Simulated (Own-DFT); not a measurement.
# A layer strained by its substrate: wurtzite AlGaN with randomly placed atoms, 72 atoms (Al27Ga9N36)

Calculated, not measured: single-point runs of Own-DFT, a retired in-house plane-wave DFT program that no person has reviewed, on unrelaxed cells, without spin or spin-orbit coupling.

All runs used: PBE; PseudoDojo norm-conserving scalar-relativistic files; cutoff 42 hartree; 4 x 4 x 3 k mesh centred on Gamma; Fermi-Dirac smearing of 0.1 eV.

Caveats: forces on such cells passed a denser k mesh, each cell not checked; stress not checked against mesh or cutoff.

Unstrained cell vectors in Å: (9.394, 0.000, 0.000); (-4.697, 8.135, 0.000); (0.000, 0.000, 10.066). The unstrained cell has measured lattice constants (interpolated for alloys), not those of this functional. That, the random moves and any unrelaxed bonds set the pressure at no strain. Each run strains x and y alike by e, as a substrate would, and holds the height along z. Each coordinate of each atom was shifted by a normal deviate of width 0.05 Å. The random placing of the alloy's atoms differs from row to row. Stress is positive in tension.

| e (%) | u (Å) | (s_xx + s_yy)/2 (GPa) | s_zz (GPa) |
|---|---|---|---|
| -1.75 | 0.054 | -16.81 | -11.32 |
| -1.25 | 0.051 | -13.73 | -8.89 |
| -0.75 | 0.051 | -11.62 | -7.02 |
| 0.25 | 0.045 | -5.57 | -3.77 |
| 0.50 | 0.056 | -4.98 | -6.15 |
| 0.75 | 0.051 | ? | ? |
| 1.75 | 0.049 | 2.69 | -5.18 |
| 2.00 | 0.048 | 4.15 | -3.16 |
| 2.25 | 0.048 | 5.52 | -4.14 |
| 2.50 | 0.049 | 5.61 | -1.50 |

## Worked fit

With e as a fraction, the in-plane stress is -7.2 + 548 e - 201 e² GPa (errors 15 and 1114, scatter 0.53), and s_zz is -6.7 + 170 e GPa (slope ± 32, scatter 1.45). At e = 0 the first slope is C11 + C12 and the second 2 C13, both with the ions held to the strained lattice and at the cell's own pressure. A free layer would change its height as e changes, and the in-plane slope would drop by 2 C13²/C33 to the biaxial modulus. At fixed height, a misfit of 1 % moves the in-plane stress by about 5.5 GPa and s_zz by 1.7 GPa.

## Check

Q: what are the two stresses at e = 0.75 %?

From the fit: -3.1 and -5.4 GPa. The calculation gave -2.94 and -4.32 GPa.
